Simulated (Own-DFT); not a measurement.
# One host, several defects: C40 NbSi2

Everything here is calculated. The program is Own-DFT (plane waves, in-house, since retired, never reviewed by a person); positions were held fixed, and spin and spin-orbit coupling were off.

Settings: PBE; PseudoDojo norm-conserving scalar-relativistic files; cutoff 42 hartree; 4 x 4 x 5 k mesh centred on Gamma; cold (Marzari-Vanderbilt) smearing of 0.2 eV.

Caveats: forces on such cells failed a check on a denser k mesh; stress not checked against mesh or cutoff.

All runs share one cell, with vectors in Å (0.000, 8.324, 0.000); (-9.613, 0.000, 0.000); (0.000, 0.000, 6.586) and a volume of 527.0 Å³. Atoms were moved at random from their sites; u is the rms move along one axis. The defect's site can differ from row to row.

```
                    cell   formula   u (Å)  P (GPa)
               no defect  Nb12Si24  0.0180     1.48
               no defect  Nb12Si24  0.0487     2.56
               no defect  Nb12Si24  0.0495     2.67
two Nb on a Si site each  Nb14Si22  0.0281     7.60
two Nb on a Si site each  Nb14Si22  0.0490     8.94
two Nb on a Si site each  Nb14Si22  0.0515     8.64
          one Si vacancy  Nb12Si23  0.0290     1.00
          one Si vacancy  Nb12Si23  0.0295     0.99
          one Si vacancy  Nb12Si23  0.0509     1.83
two Si on a Nb site each  Nb10Si26  0.0297     1.60
two Si on a Nb site each  Nb10Si26  0.0334     1.77
two Si on a Nb site each  Nb10Si26  0.0528     2.94
        two Nb vacancies  Nb10Si24  0.0311     0.10
        two Nb vacancies  Nb10Si24  0.0334        ?
        two Nb vacancies  Nb10Si24  0.0493     0.50
        two Nb vacancies  Nb10Si24  0.0551     1.27
```

## What the rows give

P = P0 + c u² + a shift for each defect gives P0 = 1.25 GPa, c = 576 ± 54 GPa/Å² and a scatter of 0.18 GPa. The shifts, and each times the cell's volume:

- two Nb on a Si site each: 6.02 ± 0.15 GPa, 19.8 eV (9.9 eV for each of its 2 sites)
- two Si on a Nb site each: -0.06 ± 0.15 GPa, -0.2 eV (-0.1 eV for each of its 2 sites) (not resolved)
- one Si vacancy: -0.80 ± 0.15 GPa, -2.6 eV
- two Nb vacancies: -1.85 ± 0.15 GPa, -6.1 eV (-3.1 eV for each of its 2 sites)

Positive is outwards. The product with the volume (160.2 GPa Å³ to the eV) is nearly free of the cell's size; divided by the bulk modulus at the cell's pressure it gives the volume that the defect adds. The atoms around the defects weren't relaxed, which would change these numbers.

## Test on the hidden row

The question: what pressure belongs in the blank (two Nb vacancies, u = 0.0334 Å)?

The fit gives 0.03 ± 0.22 GPa. The hidden result is -0.01 GPa.
